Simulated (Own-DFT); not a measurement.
# Strain and stress in wurtzite AlN, 128 atoms (Al64N64)

Calculated results; nothing here was measured. They come from Own-DFT, an in-house plane-wave density functional program, since retired, whose code no person has reviewed. Each row is one single-point run on a periodic cell that was not relaxed, without spin or spin-orbit coupling.

Settings of every run: PBE; PseudoDojo norm-conserving scalar-relativistic files; cutoff 42 hartree; 3 x 3 x 3 k mesh centred on Gamma; Gaussian smearing of 0.01 eV.

Known limits: k mesh not checked against a denser one; stress not checked against mesh or cutoff.

Unstrained cell vectors in Å: (12.448, 0.000, 0.000); (-6.224, 10.780, 0.000); (0.000, 0.000, 9.964). The unstrained cell has measured lattice constants (interpolated for alloys), not those of this functional. That, the random moves and any unrelaxed bonds set the pressure at no strain. Each run strains this cell uniformly, with the atoms carried along. Every atom was also moved at random, by a Gaussian of width 0.05 Å on each axis. Strain is the symmetric tensor, in per cent. Stress is positive in tension, and the pressure is minus a third of its trace.

```
run  e_xx (%)  e_yy (%)  e_zz (%)  e_yz (%)  e_xz (%)  e_xy (%)  s_xx (GPa)  s_yy (GPa)  s_zz (GPa)  s_yz (GPa)  s_xz (GPa)  s_xy (GPa)  P (GPa)  E (meV/atom)
  1     -1.66      0.63      1.86     -1.74      1.51     -1.06      -12.28       -3.84        1.84       -4.65        4.14       -3.64     4.76          23.4
  2      1.97     -1.67     -1.51      0.90     -1.32      0.94        0.70      -13.33      -12.15        2.33       -3.80        3.41     8.26          13.7
  3     -0.92     -0.05      0.07     -0.20     -0.44      1.99      -10.53       -7.66       -5.99       -0.12       -1.10        8.15     8.06          16.5
  4      0.36      0.45     -1.51      1.88     -1.91     -0.07       -4.71       -5.70      -12.21        5.42       -4.81       -0.34     7.54          25.7
  5     -1.12      1.13      1.73     -1.32      0.10     -1.04       -7.95       -1.49        1.94       -3.23       -0.42       -3.37     2.50           4.7
  6      1.02     -1.50      0.62      1.71     -0.68      0.53       -2.11      -13.06       -3.04        4.00       -0.74        1.38     6.07          22.2
  7      0.12     -1.41     -0.57      1.64     -1.37     -0.30       -7.11      -15.52       -8.92        5.30       -3.35       -0.76    10.52          36.1
  8      1.56      1.94     -0.84     -1.88     -0.99     -1.21        2.03        2.77       -7.67       -4.74       -3.14       -4.08     0.96          20.2
  9     -1.69     -1.93      0.33      1.97     -1.15     -0.63      -16.89      -18.50       -6.95        5.13       -3.60       -2.73    14.11          45.8
 10      1.04     -1.44      1.95     -0.65      0.28      1.69       -1.91       -8.19        2.14       -1.44        0.84        5.85     2.65           7.2
 11     -1.20     -0.09     -0.47     -0.05      1.48      0.02      -12.18       -8.42       -7.06        0.71        4.01        0.03     9.22           0.0
 12     -0.22     -1.47     -1.74      0.99      0.39     -1.60      -10.85      -15.75      -15.34        3.48        1.07       -8.02    13.98          35.0
 13      0.30     -1.41      1.39     -1.91     -0.28     -0.40       -6.80       -8.98       -0.69       -4.53       -1.11       -2.04     5.49           6.9
 14     -0.73      0.44     -1.73     -0.60     -1.92      0.63       -9.27       -6.50      -13.49       -1.05       -5.40        3.03     9.75           9.8
 15     -0.78     -0.24      1.93      1.85     -1.44     -1.01      -10.77       -5.82        2.26        4.41       -3.74       -4.14     4.78          24.4
 16      1.89      0.83     -0.13     -1.08      1.46     -1.67           ?           ?           ?           ?           ?           ?        ?             ?
```

E is the free energy for each atom above the lowest run shown.

## Worked fit

Each stress component was fitted by least squares to a constant and the strains of the runs shown, as fractions, with shears doubled. Shear strains stay in the fit of a normal stress only where such slopes are resolved. The slopes, in GPa:

| stress | at no strain | per e_xx | per e_yy | per e_zz | scatter |
|---|---|---|---|---|---|
| s_xx | -6.3 | 471 ± 22 | 125 ± 20 | 46 ± 18 | 0.90 |
| s_yy | -6.6 | 138 ± 30 | 465 ± 28 | 130 ± 24 | 1.24 |
| s_zz | -5.8 | 51 ± 14 | 68 ± 13 | 439 ± 12 | 0.58 |

Each shear stress against twice its own strain: yz 125 ± 6, xz 145 ± 6, xy 203 ± 7 GPa. These are stiffnesses along x, y and z of the frame in which the cell vectors are given, which need not be the crystal's axes. The atoms are held to the strained lattice; where symmetry lets them move under strain, relaxing them would lower some slopes. The table should be nearly symmetric about its diagonal, and what it lacks of that shows the noise. A ninth of its sum, 215 ± 7 GPa, estimates the bulk modulus near the mean pressure of these runs, 7.2 GPa, so it lies above the value at zero pressure.

## Withheld run

Question: what normal stresses and pressure should run 16 give?

The fit gives s_xx = 3.6, s_yy = -0.3, s_zz = -4.8 and P = 0.5 GPa. The calculation gave 2.09, -0.54, -3.30 and P = 0.58 GPa.
